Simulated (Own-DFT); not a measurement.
# Response to strain: wurtzite GaN, 96 atoms (Ga48N48)

Calculated results; nothing here was measured. The program, named Own-DFT, is a retired in-house plane-wave density functional code that no person has reviewed. Each row is one single-point run on a periodic cell that was not relaxed, without spin or spin-orbit coupling.

Settings of every run: PBE; PseudoDojo norm-conserving scalar-relativistic files (stringent for Ga); cutoff 96 hartree; 3 x 4 x 3 k mesh centred on Gamma; Gaussian smearing of 0.01 eV.

Known limits: forces on such cells passed a denser k mesh, each cell not checked; stress not checked against mesh or cutoff.

Unstrained cell vectors in Å: (12.756, 0.000, 0.000); (-4.784, 8.285, 0.000); (0.000, 0.000, 10.370). The unstrained cell has measured lattice constants (interpolated for alloys), not those of this functional. That, the random moves and any unrelaxed bonds set the pressure at no strain. Each run strains this cell uniformly, with the atoms carried along. Every atom was also moved at random, by a Gaussian of width 0.05 Å on each axis. Strain is the symmetric tensor, in per cent. Stress is positive in tension, and the pressure is minus a third of its trace.

| run | e_xx (%) | e_yy (%) | e_zz (%) | e_yz (%) | e_xz (%) | e_xy (%) | s_xx (GPa) | s_yy (GPa) | s_zz (GPa) | s_yz (GPa) | s_xz (GPa) | s_xy (GPa) | P (GPa) | E (meV/atom) |
|---|---|---|---|---|---|---|---|---|---|---|---|---|---|---|
| 1 | 0.33 | -1.17 | 1.56 | -0.61 | 1.19 | 0.40 | -6.02 | -8.92 | -1.87 | -0.76 | 2.85 | -0.05 | 5.60 | 4.9 |
| 2 | 0.55 | -1.35 | 0.74 | -1.79 | -0.37 | -0.74 | -3.52 | -13.16 | -6.36 | -4.80 | -1.14 | -3.04 | 7.68 | 24.2 |
| 3 | 1.63 | 0.73 | 0.37 | 0.41 | 0.17 | -1.24 | -0.22 | -2.03 | -3.71 | 1.29 | 0.56 | -3.43 | 1.99 | 1.6 |
| 4 | -0.27 | 1.60 | -0.18 | 0.65 | -0.14 | 1.06 | -6.60 | -1.02 | -8.27 | 1.78 | 0.05 | 3.46 | 5.30 | 14.7 |
| 5 | 1.79 | 1.88 | 1.68 | -1.91 | 1.82 | 0.53 | 2.33 | 3.16 | 1.65 | -3.27 | 3.84 | 1.80 | -2.38 | 4.3 |
| 6 | 1.46 | -2.00 | -1.86 | -1.96 | -1.19 | -1.71 | -4.09 | -15.96 | -18.64 | -3.42 | -2.31 | -5.29 | 12.90 | 54.0 |
| 7 | 0.28 | 0.70 | 2.00 | -0.73 | -1.94 | -0.99 | -4.21 | -2.31 | 0.71 | -2.29 | -4.06 | -3.44 | 1.94 | 6.9 |
| 8 | -1.61 | -1.80 | 0.29 | 1.56 | -1.87 | 1.45 | -16.65 | -15.93 | -9.10 | 2.08 | -3.89 | 4.69 | 13.89 | 39.7 |
| 9 | 0.69 | 1.68 | 0.48 | -0.84 | -1.86 | -0.09 | -2.22 | 0.48 | -4.25 | -2.02 | -3.51 | 0.04 | 2.00 | 8.3 |
| 10 | -0.97 | 1.89 | -0.95 | -1.35 | 1.81 | -1.52 | -10.32 | -1.54 | -11.20 | -2.77 | 3.96 | -5.96 | 7.69 | 26.6 |
| 11 | -0.33 | 1.19 | -0.89 | -1.06 | -0.34 | -1.30 | -8.00 | -1.86 | -11.66 | -2.16 | -0.48 | -2.89 | 7.17 | 6.8 |
| 12 | 0.42 | 0.38 | -1.97 | -1.36 | -0.98 | 1.06 | -7.36 | -5.08 | -15.13 | -2.80 | -2.56 | 2.25 | 9.19 | 13.9 |
| 13 | 1.34 | -0.57 | -1.97 | -1.57 | 1.10 | -1.29 | -3.90 | -9.27 | -17.36 | -2.53 | 2.56 | -4.07 | 10.18 | 42.7 |
| 14 | 1.03 | -0.04 | -1.52 | -1.05 | -0.29 | 0.87 | -4.17 | -7.03 | -13.77 | -2.28 | -0.45 | 3.05 | 8.33 | 17.1 |
| 15 | -0.21 | 1.72 | 1.68 | -0.16 | -1.70 | -1.19 | -4.62 | 0.25 | 0.84 | -0.66 | -2.90 | -2.98 | 1.18 | 0.0 |
| 16 | 0.98 | -0.12 | -1.93 | 0.12 | 0.20 | 0.44 | -2.64 | -8.81 | -17.60 | -0.11 | 0.07 | 1.33 | 9.68 | 23.2 |
| 17 | 1.34 | -1.93 | 1.76 | 1.05 | -1.54 | 0.21 | ? | ? | ? | ? | ? | ? | ? | ? |

E is the free energy for each atom above the lowest run shown.

## Worked fit

Each stress component was fitted by least squares to a constant and the strains of the runs shown, as fractions, with shears doubled. Shear strains stay in the fit of a normal stress only where such slopes are resolved. The slopes, in GPa:

```
stress,at no strain,per e_xx,per e_yy,per e_zz,scatter
s_xx,-7.2,425 ± 28,88 ± 20,68 ± 19,1.02
s_yy,-7.1,89 ± 26,414 ± 19,64 ± 18,0.96
s_zz,-8.3,49 ± 23,98 ± 16,447 ± 15,0.82
```

Each shear stress against twice its own strain: yz 107 ± 9, xz 105 ± 4, xy 148 ± 9 GPa. These are stiffnesses along x, y and z of the frame in which the cell vectors are given, which need not be the crystal's axes. The atoms are held to the strained lattice; where symmetry lets them move under strain, relaxing them would lower some slopes. The table should be nearly symmetric about its diagonal, and what it lacks of that shows the noise. A ninth of its sum, 193 ± 4 GPa, estimates the bulk modulus near the mean pressure of these runs, 6.4 GPa, so it lies above the value at zero pressure.

## Withheld run

Question: what normal stresses and pressure should run 17 give?

The fit gives s_xx = -2.0, s_yy = -12.8, s_zz = -1.7 and P = 5.5 GPa. The calculation gave -1.96, -13.34, 0.02 and P = 5.09 GPa.
